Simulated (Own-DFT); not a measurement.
## Calculated data, Hf$_{32}$O$_{63}$ (monoclinic hafnia with one vacancy, atoms displaced)

Computed with Own-DFT development build. A calculation, not a measurement: plane-wave density functional theory by an unreviewed code, no spin, of a simulated periodic cell, stress positive in tension, run twice, with PBE and with PBEsol, both on files made for PBE, so the change isn't that of files made for PBEsol, defect cell not probed for a lower state with spin; hafnium file: forces about 75 meV/angstrom off all-electron values; oxygen file: force components 24 meV/angstrom off all-electron in one glass; forces on such cells passed a denser k mesh, this cell's mesh not checked; the far tail of each file's local potential was reset to the Coulomb form; each entry is a single point on an unrelaxed cell, so the pressure reflects the starting lattice, mostly measured values (interpolated for alloys), from which strain is counted, and rises with the displacements; printed positions are rounded, which can move forces by about a meV/angstrom; the program, named Own-DFT, is a retired in-house code; no spin-orbit coupling; stress was not checked against mesh or cutoff.

```json
{"formula": "Hf32O63", "kind": "monoclinic hafnia with one vacancy, atoms displaced", "structure": {"cell_angstrom": [[10.234, 0.0, 0.0], [0.0, 10.35, 0.0], [-1.6955, 0.0, 10.4453]], "atoms_fractional": [["Hf", 0.14112, 0.01447, 0.10886], ["Hf", 0.36473, 0.27966, 0.14833], ["Hf", 0.35991, 0.47806, 0.39368], ["Hf", 0.13729, 0.23036, 0.35292], ["O", 0.03746, 0.17162, 0.17193], ["O", 0.46483, 0.42107, 0.07558], ["O", 0.44943, 0.34401, 0.32659], ["O", 0.03769, 0.08532, 0.42362], ["O", 0.21568, 0.37459, 0.23727], ["O", 0.27338, 0.1247, 0.00579], ["O", 0.22629, 0.37389, 0.48974], ["Hf", 0.14099, 0.01693, 0.59593], ["Hf", 0.36165, 0.27412, 0.63735], ["Hf", 0.36293, 0.4781, 0.90098], ["Hf", 0.14167, 0.23285, 0.85397], ["O", 0.03444, 0.16191, 0.6709], ["O", 0.46377, 0.40921, 0.57948], ["O", 0.46698, 0.3266, 0.82813], ["O", 0.04387, 0.07795, 0.90926], ["O", 0.22077, 0.3813, 0.73741], ["O", 0.27096, 0.12951, 0.51105], ["O", 0.28212, 0.12326, 0.76118], ["O", 0.22541, 0.37454, 0.9899], ["Hf", 0.13745, 0.52497, 0.102], ["Hf", 0.37245, 0.77428, 0.14967], ["Hf", 0.36864, 0.98043, 0.40454], ["Hf", 0.13454, 0.72596, 0.34644], ["O", 0.02961, 0.65991, 0.17144], ["O", 0.46216, 0.91255, 0.07519], ["O", 0.47344, 0.83073, 0.32953], ["O", 0.04021, 0.58502, 0.42853], ["O", 0.22055, 0.87624, 0.23615], ["O", 0.27643, 0.62745, 0.00351], ["O", 0.28263, 0.61166, 0.26716], ["O", 0.22438, 0.86039, 0.492], ["Hf", 0.131, 0.51889, 0.60079], ["Hf", 0.35655, 0.76327, 0.63901], ["Hf", 0.36633, 0.98332, 0.89559], ["Hf", 0.13326, 0.72271, 0.85179], ["O", 0.02926, 0.67243, 0.66843], ["O", 0.46064, 0.91154, 0.57923], ["O", 0.45071, 0.82772, 0.81985], ["O", 0.03671, 0.57772, 0.92119], ["O", 0.22091, 0.88202, 0.74342], ["O", 0.27666, 0.62589, 0.51113], ["O", 0.28237, 0.61413, 0.75871], ["O", 0.22428, 0.87204, 0.98924], ["Hf", 0.63678, 0.0222, 0.10194], ["Hf", 0.86467, 0.26913, 0.15262], ["Hf", 0.85965, 0.47856, 0.39677], ["Hf", 0.63569, 0.23464, 0.3449], ["O", 0.52812, 0.16638, 0.16425], ["O", 0.95652, 0.42556, 0.08172], ["O", 0.95972, 0.32901, 0.32484], ["O", 0.54181, 0.08671, 0.42138], ["O", 0.71984, 0.38235, 0.23783], ["O", 0.77209, 0.1348, 0.01142], ["O", 0.77275, 0.12499, 0.25844], ["O", 0.72383, 0.37114, 0.49443], ["Hf", 0.63673, 0.02188, 0.60373], ["Hf", 0.86016, 0.2731, 0.64413], ["Hf", 0.86417, 0.48473, 0.90063], ["Hf", 0.64058, 0.22572, 0.85367], ["O", 0.52903, 0.16226, 0.67153], ["O", 0.95901, 0.41523, 0.57224], ["O", 0.96513, 0.33486, 0.82338], ["O", 0.53862, 0.08149, 0.9235], ["O", 0.72627, 0.37998, 0.74676], ["O", 0.76863, 0.12346, 0.51107], ["O", 0.77472, 0.11532, 0.75902], ["O", 0.71698, 0.36535, 0.98848], ["Hf", 0.63159, 0.51985, 0.09986], ["Hf", 0.85815, 0.76822, 0.13357], ["Hf", 0.86505, 0.97946, 0.39384], ["Hf", 0.63593, 0.73972, 0.35167], ["O", 0.53892, 0.66033, 0.16361], ["O", 0.96038, 0.92693, 0.08121], ["O", 0.96124, 0.83851, 0.32676], ["O", 0.54108, 0.58326, 0.43079], ["O", 0.73144, 0.87701, 0.24235], ["O", 0.77511, 0.64062, 0.00582], ["O", 0.77319, 0.6138, 0.26675], ["O", 0.72969, 0.86738, 0.49744], ["Hf", 0.64571, 0.52219, 0.60355], ["Hf", 0.85576, 0.7758, 0.64816], ["Hf", 0.86744, 0.98082, 0.89947], ["Hf", 0.63298, 0.72531, 0.85199], ["O", 0.5352, 0.6583, 0.67273], ["O", 0.96705, 0.91517, 0.579], ["O", 0.96284, 0.83724, 0.82191], ["O", 0.53651, 0.58459, 0.92838], ["O", 0.73139, 0.87449, 0.74741], ["O", 0.77391, 0.62812, 0.50855], ["O", 0.7756, 0.62281, 0.76342], ["O", 0.734, 0.87661, 0.99018]]}, "settings": {"functional": "PBE, then PBEsol", "potential_files": "PseudoDojo norm-conserving, scalar-relativistic, standard set", "wave_cutoff [hartree]": 72.0, "occupations": "Fermi-Dirac", "smearing_width [eV]": 0.1, "k_mesh": "2 x 2 x 2 centred on Gamma"}, "results": {"PBE_pressure [GPa]": 5.48, "PBE_stress_xx [GPa]": -5.79, "PBE_stress_yy [GPa]": -5.33, "PBE_stress_zz [GPa]": -5.33, "PBE_stress_yz [GPa]": 0.51, "PBE_stress_xz [GPa]": -0.51, "PBE_stress_xy [GPa]": -0.45, "PBEsol_pressure [GPa]": -0.9, "PBEsol_stress_xx [GPa]": 0.63, "PBEsol_stress_yy [GPa]": 1.0, "PBEsol_stress_zz [GPa]": 1.08, "PBEsol_stress_yz [GPa]": 0.48, "PBEsol_stress_xz [GPa]": -0.16, "PBEsol_stress_xy [GPa]": -0.45, "force_element": ["Hf", "Hf", "Hf", "Hf", "O", "O", "O", "O", "O", "O", "O", "Hf", "Hf", "Hf", "Hf", "O", "O", "O", "O", "O", "O", "O", "O", "Hf", "Hf", "Hf", "Hf", "O", "O", "O", "O", "O", "O", "O", "O", "Hf", "Hf", "Hf", "Hf", "O", "O", "O", "O", "O", "O", "O", "O", "Hf", "Hf", "Hf", "Hf", "O", "O", "O", "O", "O", "O", "O", "O", "Hf", "Hf", "Hf", "Hf", "O", "O", "O", "O", "O", "O", "O", "O", "Hf", "Hf", "Hf", "Hf", "O", "O", "O", "O", "O", "O", "O", "O", "Hf", "Hf", "Hf", "Hf", "O", "O", "O", "O", "O", "O", "O", "O"], "PBE_force_x [eV/angstrom]": [0.138, -1.855, -0.83, 0.339, 0.489, -0.548, 3.66, -0.767, 0.021, 0.387, -0.787, -1.289, -0.922, 0.175, -0.162, -0.083, 1.709, -0.782, -1.038, 0.195, 1.377, -0.28, -0.114, 0.388, -1.688, -0.91, -0.264, 0.243, 1.491, -2.464, -1.115, 1.107, -0.245, -0.845, 0.05, 1.083, -0.383, -2.101, 1.399, 1.044, 1.039, 1.855, 0.019, 0.034, -0.299, -1.112, -0.158, 0.935, -0.285, -0.174, 0.279, 0.104, 0.513, 0.078, -1.715, -0.366, 0.41, -0.367, -0.278, 0.444, 0.547, -1.144, -0.181, 0.784, 0.665, -0.111, -0.043, 0.14, 0.879, -0.176, 0.628, 2.876, 0.048, -0.144, 3.028, -1.656, 0.514, 1.644, -0.789, -1.164, -0.236, 0.335, -0.967, -1.158, 1.173, 0.617, -0.342, -0.251, -0.124, 0.875, -0.346, -1.727, 0.631, 0.173, -1.776], "PBE_force_y [eV/angstrom]": [1.378, -1.404, 2.04, -0.206, -0.78, -0.856, -3.341, -0.292, 0.368, 1.065, -0.395, 0.054, -0.74, -0.287, -1.379, 0.628, 1.526, 0.943, -0.127, -0.489, -0.265, 0.027, -0.253, -1.599, -1.272, -0.025, 0.439, 0.849, 0.727, 1.655, -0.251, -0.238, 0.514, 1.791, 0.965, 0.591, -0.079, -0.622, 2.346, -1.256, 0.966, -0.157, 0.373, -0.529, -0.338, 0.658, -0.698, -0.128, 0.636, 0.674, -0.05, 0.435, -0.078, 0.639, -0.655, -1.03, -0.891, -0.348, -0.689, -0.097, -1.574, -2.139, 0.998, -0.543, 0.209, 0.46, -0.581, -0.031, 1.039, 0.425, 1.21, -0.891, 1.481, 0.169, -3.426, 2.391, -0.763, -1.417, 0.346, 0.357, -1.67, 1.274, 0.618, -0.432, -0.587, 0.802, 1.397, 0.684, 0.342, -0.744, -0.093, 0.838, 0.186, -0.255, -0.521], "PBE_force_z [eV/angstrom]": [-1.76, -1.543, 3.005, 0.222, -0.381, 0.968, -1.233, -0.941, -0.395, 1.832, -0.677, 3.063, 2.626, -2.763, -1.191, -0.332, -0.769, 0.325, 1.226, 0.147, -1.414, -0.218, 0.496, 0.335, -1.656, -0.567, 1.574, 0.037, 0.561, -0.492, -1.532, 1.061, 1.391, -1.979, -1.191, 1.387, 1.955, -1.612, -1.101, 0.529, -0.676, 1.077, 0.108, -0.922, -0.512, -0.065, 0.553, -0.262, -2.025, -0.413, 1.34, 1.095, -0.018, 1.106, -0.562, 0.661, 0.269, 0.289, -1.254, 1.352, 1.132, -0.99, -0.425, -0.359, 0.387, 0.551, 0.233, -0.793, -0.418, -0.028, 0.5, 0.546, 2.602, 1.458, 1.516, 1.452, 0.531, -0.465, -1.391, -0.863, -0.202, -1.31, -1.294, 0.485, -0.449, -1.467, -0.858, 0.36, -0.913, 1.331, -0.955, -0.616, 0.512, -0.097, 0.161], "PBEsol_force_x [eV/angstrom]": [0.078, -1.746, -0.838, 0.212, 0.456, -0.543, 3.552, -0.733, 0.087, 0.317, -0.694, -1.272, -0.901, 0.151, -0.149, -0.072, 1.633, -0.759, -1.017, 0.246, 1.286, -0.328, -0.036, 0.366, -1.625, -0.826, -0.257, 0.257, 1.434, -2.403, -1.07, 1.126, -0.302, -0.895, 0.116, 1.07, -0.39, -2.077, 1.369, 1.027, 0.988, 1.801, 0.019, 0.093, -0.353, -1.141, -0.096, 0.928, -0.272, -0.196, 0.316, 0.119, 0.506, 0.07, -1.674, -0.305, 0.315, -0.421, -0.197, 0.451, 0.541, -1.11, -0.173, 0.782, 0.636, -0.112, -0.041, 0.206, 0.789, -0.244, 0.664, 2.783, 0.024, -0.13, 2.979, -1.62, 0.502, 1.593, -0.757, -1.079, -0.276, 0.267, -0.882, -1.118, 1.144, 0.599, -0.31, -0.226, -0.132, 0.837, -0.327, -1.599, 0.544, 0.098, -1.65], "PBEsol_force_y [eV/angstrom]": [1.293, -1.229, 1.954, -0.168, -0.743, -0.818, -3.256, -0.302, 0.355, 1.022, -0.384, 0.1, -0.68, -0.307, -1.406, 0.63, 1.484, 0.904, -0.125, -0.488, -0.264, 0.026, -0.233, -1.532, -1.185, -0.169, 0.382, 0.838, 0.72, 1.594, -0.264, -0.232, 0.469, 1.733, 0.95, 0.623, -0.034, -0.645, 2.259, -1.214, 0.967, -0.167, 0.351, -0.52, -0.326, 0.653, -0.654, -0.056, 0.663, 0.617, -0.105, 0.452, -0.058, 0.604, -0.666, -1.026, -0.881, -0.32, -0.652, -0.019, -1.482, -2.131, 0.947, -0.518, 0.224, 0.437, -0.577, -0.037, 1.004, 0.414, 1.175, -0.828, 1.514, 0.1, -3.388, 2.345, -0.742, -1.381, 0.32, 0.335, -1.618, 1.235, 0.601, -0.359, -0.519, 0.72, 1.296, 0.683, 0.347, -0.739, -0.107, 0.803, 0.161, -0.24, -0.511], "PBEsol_force_z [eV/angstrom]": [-1.84, -1.538, 2.951, 0.25, -0.304, 0.896, -1.275, -0.873, -0.38, 1.758, -0.661, 2.976, 2.594, -2.664, -1.2, -0.276, -0.795, 0.27, 1.241, 0.143, -1.382, -0.194, 0.483, 0.301, -1.611, -0.394, 1.53, 0.071, 0.512, -0.539, -1.442, 1.011, 1.339, -1.91, -1.147, 1.313, 1.935, -1.557, -1.108, 0.581, -0.74, 0.998, 0.166, -0.912, -0.488, -0.06, 0.551, -0.306, -1.937, -0.375, 1.282, 1.117, -0.079, 1.014, -0.482, 0.66, 0.265, 0.275, -1.217, 1.295, 1.136, -0.952, -0.414, -0.318, 0.329, 0.479, 0.289, -0.78, -0.398, -0.026, 0.478, 0.509, 2.554, 1.451, 1.475, 1.446, 0.453, -0.486, -1.297, -0.832, -0.204, -1.269, -1.262, 0.439, -0.41, -1.425, -0.871, 0.398, -0.941, 1.243, -0.874, -0.605, 0.506, -0.091, 0.179], "rms_change_of_force_components_from_PBE_to_PBEsol [eV/angstrom]": 0.051}}
```
